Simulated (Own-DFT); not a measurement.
## Calculated data, Si3N4 (beta silicon nitride, strained, atoms displaced)

A calculation, not a measurement: plane-wave PBE density functional theory by an unreviewed code, no spin, of a simulated periodic cell, stress positive in tension, free energy of the whole cell less one offset for each atom, forces on such cells moved up to 12 meV/angstrom on a denser k mesh; offsets are fitted by least squares, one for each functional and potential file, so energies compare only between cells with the same atoms and settings and are not formation energies; the far tail of each file's local potential was reset to the Coulomb form; each entry is a single point on an unrelaxed cell, so the pressure reflects the starting lattice, mostly measured values (interpolated for alloys), from which strain is counted, and rises with the displacements; printed positions are rounded, which can move forces by about a meV/angstrom; the program, named Own-DFT, is a retired in-house code; no spin-orbit coupling; before rounding, a Quantum ESPRESSO 7.3.1 run of the same cell and cutoff gave forces within 1 meV/angstrom rms on each cell, which checks the program and not the settings. Program: Own-DFT development build.

Common to all runs: functional PBE; potential files PseudoDojo norm-conserving, scalar-relativistic, standard set; wave cutoff 42 hartree; occupations Fermi-Dirac; smearing width 0.1 eV; k mesh 2 x 2 x 4 centred on Gamma.

```yaml
- entry: 1
  formula: Si3N4
  kind: "beta silicon nitride, strained, atoms displaced"
  structure:
    cell_angstrom:
      - [15.0964, 0.125, 0.0838]
      - [-7.44, 13.3621, -0.0159]
      - [0.0321, 0.0115, 5.719]
    atoms_fractional:
      - [Si, 0.08049, 0.38684, 0.12263]
      - [Si, 0.11797, 0.20902, 0.11366]
      - [Si, 0.29929, 0.40893, 0.11976]
      - [Si, 0.41832, 0.11608, 0.37361]
      - [Si, 0.38501, 0.29831, 0.37922]
      - [Si, 0.20675, 0.08993, 0.37725]
      - ["N", 0.1629, 0.01635, 0.12695]
      - ["N", 0.48688, 0.15248, 0.11744]
      - ["N", 0.35438, 0.3399, 0.11397]
      - ["N", 0.33339, 0.48763, 0.37662]
      - ["N", 0.01195, 0.346, 0.37076]
      - ["N", 0.14942, 0.16461, 0.36419]
      - ["N", 0.16625, 0.33723, 0.11107]
      - ["N", 0.33212, 0.16655, 0.37603]
      - [Si, 0.08585, 0.38268, 0.63495]
      - [Si, 0.11325, 0.20653, 0.62135]
      - [Si, 0.29926, 0.41621, 0.62686]
      - [Si, 0.42194, 0.1187, 0.89084]
      - [Si, 0.39025, 0.29662, 0.86489]
      - [Si, 0.20208, 0.08872, 0.8797]
      - ["N", 0.16294, 0.00897, 0.62098]
      - ["N", 0.47218, 0.14183, 0.62353]
      - ["N", 0.34708, 0.33269, 0.62049]
      - ["N", 0.33636, 0.49112, 0.86517]
      - ["N", 0.0135, 0.3434, 0.88303]
      - ["N", 0.15314, 0.17371, 0.87691]
      - ["N", 0.16237, 0.33093, 0.63388]
      - ["N", 0.33332, 0.16808, 0.86358]
      - [Si, 0.08863, 0.88371, 0.14193]
      - [Si, 0.11487, 0.70047, 0.13382]
      - [Si, 0.30499, 0.92074, 0.1392]
      - [Si, 0.41263, 0.61666, 0.37372]
      - [Si, 0.38895, 0.79696, 0.3699]
      - [Si, 0.20025, 0.58315, 0.36928]
      - ["N", 0.16764, 0.51499, 0.12618]
      - ["N", 0.48903, 0.65115, 0.12932]
      - ["N", 0.34646, 0.83023, 0.11423]
      - ["N", 0.3335, 0.97886, 0.38376]
      - ["N", 0.01238, 0.83962, 0.39275]
      - ["N", 0.14909, 0.66483, 0.3844]
      - ["N", 0.1665, 0.83477, 0.13405]
      - ["N", 0.3343, 0.66574, 0.37303]
      - [Si, 0.09234, 0.88886, 0.62827]
      - [Si, 0.11882, 0.70158, 0.61979]
      - [Si, 0.30292, 0.91253, 0.63261]
      - [Si, 0.40635, 0.61533, 0.86227]
      - [Si, 0.38453, 0.79303, 0.88047]
      - [Si, 0.19796, 0.57794, 0.87821]
      - ["N", 0.16951, 0.51627, 0.63459]
      - ["N", 0.47693, 0.65002, 0.62892]
      - ["N", 0.34653, 0.83186, 0.6064]
      - ["N", 0.33718, 0.98872, 0.86759]
      - ["N", 0.01599, 0.85444, 0.88487]
      - ["N", 0.1536, 0.66802, 0.865]
      - ["N", 0.16249, 0.8339, 0.63024]
      - ["N", 0.33317, 0.67697, 0.88987]
      - [Si, 0.58897, 0.38196, 0.12627]
      - [Si, 0.61525, 0.20228, 0.12391]
      - [Si, 0.79885, 0.41388, 0.12608]
      - [Si, 0.91309, 0.10864, 0.37636]
      - [Si, 0.88265, 0.2982, 0.37711]
      - [Si, 0.70214, 0.08319, 0.36518]
      - ["N", 0.66474, 0.01711, 0.12369]
      - ["N", 0.98617, 0.14996, 0.11595]
      - ["N", 0.85483, 0.33806, 0.11788]
      - ["N", 0.83537, 0.48741, 0.37289]
      - ["N", 0.51608, 0.34741, 0.37676]
      - ["N", 0.64609, 0.16203, 0.37458]
      - ["N", 0.66972, 0.33668, 0.12795]
      - ["N", 0.8319, 0.16288, 0.38234]
      - [Si, 0.59052, 0.39017, 0.62831]
      - [Si, 0.61022, 0.20334, 0.61901]
      - [Si, 0.80711, 0.42326, 0.61768]
      - [Si, 0.91002, 0.11263, 0.88401]
      - [Si, 0.88018, 0.29346, 0.88474]
      - [Si, 0.69507, 0.08216, 0.86077]
      - ["N", 0.67065, 0.0168, 0.62932]
      - ["N", 0.97869, 0.14911, 0.61846]
      - ["N", 0.84956, 0.32969, 0.62433]
      - ["N", 0.84025, 0.4881, 0.88347]
      - ["N", 0.51027, 0.35005, 0.87599]
      - ["N", 0.65627, 0.16411, 0.88255]
      - ["N", 0.66604, 0.33261, 0.63717]
      - ["N", 0.83465, 0.16265, 0.89345]
      - [Si, 0.58715, 0.88067, 0.14579]
      - [Si, 0.60994, 0.69964, 0.12728]
      - [Si, 0.79392, 0.90927, 0.12081]
      - [Si, 0.91225, 0.60947, 0.35879]
      - [Si, 0.88038, 0.80001, 0.37228]
      - [Si, 0.70525, 0.58059, 0.38974]
      - ["N", 0.65903, 0.511, 0.13487]
      - ["N", 0.98131, 0.6527, 0.11569]
      - ["N", 0.85654, 0.8398, 0.11356]
      - ["N", 0.83706, 0.98635, 0.37042]
      - ["N", 0.51405, 0.84988, 0.37677]
      - ["N", 0.65556, 0.6676, 0.38067]
      - ["N", 0.67186, 0.83535, 0.11587]
      - ["N", 0.83144, 0.66263, 0.37322]
      - [Si, 0.58068, 0.88297, 0.63005]
      - [Si, 0.61104, 0.70047, 0.61858]
      - [Si, 0.79343, 0.91198, 0.61268]
      - [Si, 0.91476, 0.62053, 0.87318]
      - [Si, 0.88323, 0.79753, 0.88358]
      - [Si, 0.70509, 0.59086, 0.87355]
      - ["N", 0.66475, 0.51228, 0.63734]
      - ["N", 0.98503, 0.64845, 0.62717]
      - ["N", 0.84983, 0.83583, 0.61168]
      - ["N", 0.83624, 0.98545, 0.9008]
      - ["N", 0.51325, 0.84939, 0.87958]
      - ["N", 0.6527, 0.67061, 0.87095]
      - ["N", 0.66533, 0.83446, 0.61903]
      - ["N", 0.83205, 0.66417, 0.85594]
  results:
    "free_energy_of_cell_above_offsets [eV]": "-6.509"
    "pressure [GPa]": 10.11
    "stress_xx [GPa]": -9.03
    "stress_yy [GPa]": -1.68
    "stress_zz [GPa]": -19.61
    "stress_yz [GPa]": -1.48
    "stress_xz [GPa]": 3.64
    "stress_xy [GPa]": 2.52
    force_element: [Si, Si, Si, Si, Si, Si, "N", "N", "N", "N", "N", "N", "N", "N", Si, Si, Si, Si, Si, Si, "N", "N", "N", "N", "N", "N", "N", "N", Si, Si, Si, Si, Si, Si, "N", "N", "N", "N", "N", "N", "N", "N", Si, Si, Si, Si, Si, Si, "N", "N", "N", "N", "N", "N", "N", "N", Si, Si, Si, Si, Si, Si, "N", "N", "N", "N", "N", "N", "N", "N", Si, Si, Si, Si, Si, Si, "N", "N", "N", "N", "N", "N", "N", "N", Si, Si, Si, Si, Si, Si, "N", "N", "N", "N", "N", "N", "N", "N", Si, Si, Si, Si, Si, Si, "N", "N", "N", "N", "N", "N", "N", "N"]
    "force_x [eV/angstrom]": [3.404, -1.276, -3.423, -4.707, 0.225, -1.514, 0.531, 2.401, 2.108, 0.5, 0.133, -0.625, 0.458, 2.265, -0.354, 0.513, -1.2, -6.936, -4.702, 0.102, 0.093, 5.7, -0.327, -0.004, -2.024, 1.843, 1.612, 1.164, -1.803, -0.639, -1.728, -0.143, -3.433, 1.324, -0.991, -3.714, -0.461, 0.814, -1.116, 2.223, 2.7, -1.621, -2.791, -3.969, -3.563, -0.717, -1.938, -0.089, -0.624, 3.475, 2.162, 0.995, -0.315, 0.679, 4.794, 1.518, -2.085, 1.986, -0.24, -1.407, 1.918, 1.091, -0.637, 0.711, -2.121, 0.213, -0.274, -0.315, 1.182, -0.721, -0.349, 1.261, -0.589, 1.015, 2.349, 4.608, -1.222, 2.558, -2.447, -0.213, 5.011, -4.721, 0.564, -3.897, 1.423, 4.253, 1.695, -1.03, 4.012, -1.085, 0.437, 3.047, -2.413, -0.444, 0.203, -0.522, -2.751, 0.06, 2.807, 0.007, 0.685, 0.022, 2.954, -0.488, -0.034, 0.694, -1.635, -0.24, 0.544, 0.064, -1.21, -1.27]
    "force_y [eV/angstrom]": [-0.756, -0.218, 2.441, -2.206, -1.127, -1.498, -0.396, 1.231, -1.633, -0.795, 1.328, 1.114, 0.753, 0.933, 0.088, -2.115, -1.543, -3.165, -2.147, -0.245, 5.372, 3.119, 1.042, -1.836, 0.44, -1.68, 2.29, -0.388, 0.37, 2.728, -4.464, -1.435, -1.806, 2.412, -1.812, -1.611, 1.648, 5.23, 0.856, -2.225, -0.763, 0.305, -3.217, 3.21, -1.513, 1.433, 4.426, 6.091, -2.814, 1.672, -0.784, 0.458, -0.493, -1.674, -1.107, -8.435, 1.249, 1.546, -0.502, 2.537, -3.603, 2.442, -3.599, 0.257, 1.061, -1.348, 0.016, 0.073, -2.216, 1.075, -3.111, 0.082, -4.069, -0.357, -2.886, 1.714, -3.901, 0.694, 2.453, 0.091, 2.079, 2.576, 1.003, 1.26, 2.476, 2.157, 1.305, 4.225, -2.545, 2.154, 0.989, 0.514, 0.206, -2.494, 0.042, -0.784, -2.823, 0.564, 1.464, 1.594, 0.756, -1.276, -0.695, -0.709, 0.945, -0.577, 0.637, 0.085, 0.28, -0.899, -1.004, 1.71]
    "force_z [eV/angstrom]": [1.144, 2.445, 0.455, -0.94, -2.211, -0.23, 0.539, 4.019, 1.076, -1.156, 1.896, 1.294, 0.843, -0.535, -1.689, -0.595, -0.997, -4.943, 0.571, -1.197, 0.658, 1.329, 1.062, 1.734, -1.494, -2.906, -0.771, 1.074, -1.017, -2.563, -4.363, -0.506, -1.073, 2.253, 0.435, -1.226, 2.533, 0.319, -1.437, -3.618, -0.008, -0.009, 1.104, 3.063, 0.367, 3.858, -2.53, 0.068, -2.83, -2.052, 2.588, 3.035, -0.043, 2.924, 0.096, -0.587, -0.368, 0.08, -1.023, -2.093, -1.156, 1.728, -0.82, 1.888, 3.022, -1.243, 0.626, 0.098, -0.045, -0.366, 0.046, 1.316, 3.724, -1.178, -2.799, 4.069, -3.615, 2.043, 1.422, -1.388, 0.049, -1.766, -0.578, -0.759, -4.642, 0.061, 1.66, 3.294, -0.988, -2.441, -1.065, 1.151, 3.454, 0.001, 1.532, -1.008, 0.817, -0.413, 0.547, 0.973, 2.676, -1.563, -4.853, 2.136, 0.079, -2.329, 3.598, -5.199, 1.338, 0.23, -0.171, 0.957]
- entry: 2
  formula: Si3N4
  kind: "beta silicon nitride, strained, atoms displaced"
  structure:
    cell_angstrom:
      - [15.4599, 0.1554, 0.0961]
      - [-7.5954, 13.0005, 0.0088]
      - [0.0368, 0.0251, 5.7589]
    atoms_fractional:
      - [Si, 0.08389, 0.38795, 0.11466]
      - [Si, 0.12155, 0.20307, 0.12916]
      - [Si, 0.30178, 0.41873, 0.1174]
      - [Si, 0.41267, 0.11091, 0.3846]
      - [Si, 0.38252, 0.30296, 0.3792]
      - [Si, 0.20618, 0.09198, 0.37373]
      - ["N", 0.1717, 0.01856, 0.13007]
      - ["N", 0.48211, 0.14628, 0.12273]
      - ["N", 0.35278, 0.33695, 0.12447]
      - ["N", 0.33814, 0.48911, 0.37123]
      - ["N", 0.01327, 0.34228, 0.37808]
      - ["N", 0.14683, 0.16148, 0.37046]
      - ["N", 0.17309, 0.33505, 0.11742]
      - ["N", 0.33526, 0.17119, 0.38535]
      - [Si, 0.08571, 0.37697, 0.62143]
      - [Si, 0.11408, 0.19877, 0.62222]
      - [Si, 0.29711, 0.41336, 0.63413]
      - [Si, 0.40745, 0.11677, 0.86562]
      - [Si, 0.37808, 0.29974, 0.88212]
      - [Si, 0.19736, 0.08312, 0.86098]
      - ["N", 0.16489, 0.01496, 0.61861]
      - ["N", 0.48174, 0.14885, 0.63639]
      - ["N", 0.3439, 0.33028, 0.63739]
      - ["N", 0.3291, 0.48047, 0.88002]
      - ["N", 0.01595, 0.35343, 0.87146]
      - ["N", 0.15365, 0.16306, 0.8985]
      - ["N", 0.16069, 0.32846, 0.61949]
      - ["N", 0.33297, 0.1685, 0.86576]
      - [Si, 0.08756, 0.8857, 0.12591]
      - [Si, 0.12123, 0.70898, 0.11622]
      - [Si, 0.29893, 0.92228, 0.11514]
      - [Si, 0.41601, 0.62186, 0.37072]
      - [Si, 0.39435, 0.80836, 0.36054]
      - [Si, 0.21111, 0.59521, 0.38029]
      - ["N", 0.16469, 0.51274, 0.12764]
      - ["N", 0.48495, 0.64638, 0.11572]
      - ["N", 0.34605, 0.83, 0.13764]
      - ["N", 0.33671, 0.9845, 0.36519]
      - ["N", 0.01289, 0.84204, 0.36697]
      - ["N", 0.14664, 0.66779, 0.36492]
      - ["N", 0.16503, 0.83056, 0.13833]
      - ["N", 0.3303, 0.66135, 0.37154]
      - [Si, 0.08878, 0.88797, 0.62164]
      - [Si, 0.11375, 0.70424, 0.62966]
      - [Si, 0.30273, 0.91427, 0.62282]
      - [Si, 0.41665, 0.61865, 0.87003]
      - [Si, 0.38339, 0.79335, 0.86089]
      - [Si, 0.20128, 0.58559, 0.88342]
      - ["N", 0.16428, 0.51993, 0.61639]
      - ["N", 0.48028, 0.64566, 0.62595]
      - ["N", 0.34503, 0.8309, 0.60993]
      - ["N", 0.34127, 0.98542, 0.87069]
      - ["N", 0.01975, 0.85376, 0.8823]
      - ["N", 0.1602, 0.6734, 0.87482]
      - ["N", 0.16762, 0.83675, 0.63348]
      - ["N", 0.3359, 0.67179, 0.8702]
      - [Si, 0.58538, 0.38484, 0.13408]
      - [Si, 0.60683, 0.19713, 0.12731]
      - [Si, 0.80418, 0.41905, 0.11692]
      - [Si, 0.90572, 0.11618, 0.36805]
      - [Si, 0.88009, 0.29765, 0.38664]
      - [Si, 0.69911, 0.08357, 0.37267]
      - ["N", 0.66681, 0.0189, 0.1263]
      - ["N", 0.98364, 0.15552, 0.13329]
      - ["N", 0.84565, 0.33108, 0.12336]
      - ["N", 0.83701, 0.48642, 0.37279]
      - ["N", 0.516, 0.35065, 0.38522]
      - ["N", 0.65029, 0.16687, 0.37261]
      - ["N", 0.66939, 0.33255, 0.12225]
      - ["N", 0.8283, 0.16924, 0.37698]
      - [Si, 0.59015, 0.38065, 0.63363]
      - [Si, 0.61656, 0.2039, 0.62933]
      - [Si, 0.79452, 0.40932, 0.62231]
      - [Si, 0.91299, 0.10766, 0.87126]
      - [Si, 0.88588, 0.29765, 0.86873]
      - [Si, 0.70316, 0.0843, 0.86476]
      - ["N", 0.66825, 0.01346, 0.6177]
      - ["N", 0.98404, 0.14841, 0.62705]
      - ["N", 0.84425, 0.33591, 0.62134]
      - ["N", 0.83037, 0.48142, 0.86846]
      - ["N", 0.51061, 0.34508, 0.86846]
      - ["N", 0.64714, 0.15978, 0.87616]
      - ["N", 0.67275, 0.33754, 0.62628]
      - ["N", 0.83042, 0.15896, 0.87183]
      - [Si, 0.58826, 0.88168, 0.12369]
      - [Si, 0.61992, 0.70329, 0.11756]
      - [Si, 0.79811, 0.91064, 0.10637]
      - [Si, 0.91428, 0.61595, 0.37664]
      - [Si, 0.88764, 0.79726, 0.37863]
      - [Si, 0.69461, 0.58645, 0.39256]
      - ["N", 0.66634, 0.52354, 0.13545]
      - ["N", 0.98415, 0.64826, 0.13163]
      - ["N", 0.8483, 0.82788, 0.13876]
      - ["N", 0.83424, 0.9902, 0.37683]
      - ["N", 0.51516, 0.85465, 0.36741]
      - ["N", 0.64786, 0.6627, 0.37078]
      - ["N", 0.66145, 0.83068, 0.14073]
      - ["N", 0.82794, 0.66348, 0.36618]
      - [Si, 0.59507, 0.89015, 0.62479]
      - [Si, 0.61324, 0.70272, 0.62343]
      - [Si, 0.79839, 0.9178, 0.63771]
      - [Si, 0.90939, 0.6139, 0.87671]
      - [Si, 0.88884, 0.80873, 0.86422]
      - [Si, 0.70244, 0.58438, 0.8711]
      - ["N", 0.67066, 0.52044, 0.60645]
      - ["N", 0.98379, 0.64682, 0.62543]
      - ["N", 0.84886, 0.83258, 0.60909]
      - ["N", 0.83485, 0.98782, 0.88105]
      - ["N", 0.51047, 0.84029, 0.87714]
      - ["N", 0.65382, 0.6662, 0.86956]
      - ["N", 0.67395, 0.83294, 0.61705]
      - ["N", 0.83642, 0.67226, 0.86329]
  results:
    "free_energy_of_cell_above_offsets [eV]": "-7.253"
    "pressure [GPa]": 8.51
    "stress_xx [GPa]": -0.17
    "stress_yy [GPa]": -10.22
    "stress_zz [GPa]": -15.13
    "stress_yz [GPa]": 2.57
    "stress_xz [GPa]": 2.03
    "stress_xy [GPa]": 4.32
    force_element: [Si, Si, Si, Si, Si, Si, "N", "N", "N", "N", "N", "N", "N", "N", Si, Si, Si, Si, Si, Si, "N", "N", "N", "N", "N", "N", "N", "N", Si, Si, Si, Si, Si, Si, "N", "N", "N", "N", "N", "N", "N", "N", Si, Si, Si, Si, Si, Si, "N", "N", "N", "N", "N", "N", "N", "N", Si, Si, Si, Si, Si, Si, "N", "N", "N", "N", "N", "N", "N", "N", Si, Si, Si, Si, Si, Si, "N", "N", "N", "N", "N", "N", "N", "N", Si, Si, Si, Si, Si, Si, "N", "N", "N", "N", "N", "N", "N", "N", Si, Si, Si, Si, Si, Si, "N", "N", "N", "N", "N", "N", "N", "N"]
    "force_x [eV/angstrom]": [2.427, -4.49, -1.392, -1.153, 2.959, 1.632, -0.139, -1.237, -1.758, 0.376, -1.506, 0.851, -1.608, 0.242, -1.448, -0.914, -1.939, 0.609, 4.447, 3.088, -0.272, 2.509, -1.494, 0.543, -1.346, -1.42, 3.333, -1.819, 1.855, -1.276, 0.17, -0.695, -1.749, -4.213, 0.047, 1.328, -1.745, -0.272, 0.345, 2.084, -0.383, 3.092, 0.508, 0.679, -2.453, -3.082, -1.929, 0.892, 0.384, 2.922, 1.835, -0.561, -2.036, -0.845, 0.49, 0.81, 1.542, 1.785, -1.593, 0.939, 1.594, 0.348, 0.041, 1.676, 1.144, -0.006, -1.148, -0.333, -1.664, 0.43, -1.588, -0.314, -0.491, -0.432, -0.607, -0.241, -0.072, 0.492, 2.899, 0.077, 0.281, -0.353, -2.287, 0.818, -2.057, -1.242, -0.742, -1.951, 1.022, 3.672, -0.26, 1.061, -2.536, -0.159, 2.977, -2.823, 3.141, 1.056, -1.405, 0.742, 1.117, 0.218, 2.052, 1.84, -0.014, 0.56, -1.987, -0.17, 2.131, -1.148, -2.829, -0.483]
    "force_y [eV/angstrom]": [-2.347, 2.086, -2.921, 3.152, -1.216, 0.203, -1.492, -0.441, 1.447, -1.318, 0.324, -0.351, -0.079, -1.081, 3.014, 0.159, -0.625, 0.896, -2.191, 1.375, 0.703, 0.938, 1.51, 4.717, -0.734, 0.039, 0.599, -1.178, -0.13, -3.391, -5.561, -1.83, -3.856, -1.801, 2.039, 1.018, 2.136, 0.324, 1.566, -1.009, 5.49, 4.817, -2.685, -0.372, -1.652, -1.137, 3.144, 0.962, -2.458, 1.857, 0.31, 0.868, 0.222, -0.448, 0.804, -5.347, 0.347, 1.888, -2.998, 2.482, 0.387, 3.491, -3.335, -0.536, 0.527, -1.157, -0.174, -1.05, 0.504, -1.629, 1.253, -0.573, 3.393, 6.793, -1.35, 2.051, 0.756, -0.48, -1.602, 2.166, 1.004, 0.033, -2.548, 1.684, 1.428, -1.619, -1.628, 0.544, -3.43, 4.634, -3.506, 0.49, 2.942, -3.256, 0.867, 1.777, 1.212, 0.718, -4.747, -1.188, -1.482, 1.399, -3.593, 2.13, -6.781, 0.445, 2.993, -3.794, 2.242, 0.345, 1.151, -0.697]
    "force_z [eV/angstrom]": [2.463, 0.29, 4.575, -1.306, 0.712, -0.578, -1.101, 0.243, 2.11, 1.183, -0.77, 2.14, 0.168, -0.507, -0.884, 1.513, -2.743, 3.012, -1.36, 2.996, -0.759, -2.604, -1.818, -3.176, -0.576, -4.824, 0.316, 0.44, 0.52, 1.062, 1.7, -0.43, 2.252, -1.303, 0.56, 0.636, -5.108, 2.008, 2.0, 1.857, -0.856, -0.237, -0.238, -1.472, -0.724, 1.787, 1.651, -2.128, 2.29, -1.851, 1.332, -1.62, -1.928, -0.756, -0.071, 0.228, -1.443, -0.69, 2.302, 1.185, -3.073, -0.657, -1.682, -2.203, -0.174, 0.2, 0.171, 1.039, 0.137, 0.253, -1.111, -0.132, -0.962, 1.86, 1.157, 1.735, 0.947, -0.9, 1.931, -0.822, 1.877, -0.593, 0.05, -0.413, -0.911, 0.639, 6.451, 0.177, -1.208, -7.608, -1.854, -2.564, -3.765, -0.593, 1.946, 0.791, -1.259, 0.719, -0.057, -0.263, -4.56, 0.391, 1.695, 0.422, 8.813, 0.916, 3.291, -1.066, -1.171, -0.778, 0.924, 0.178]
```
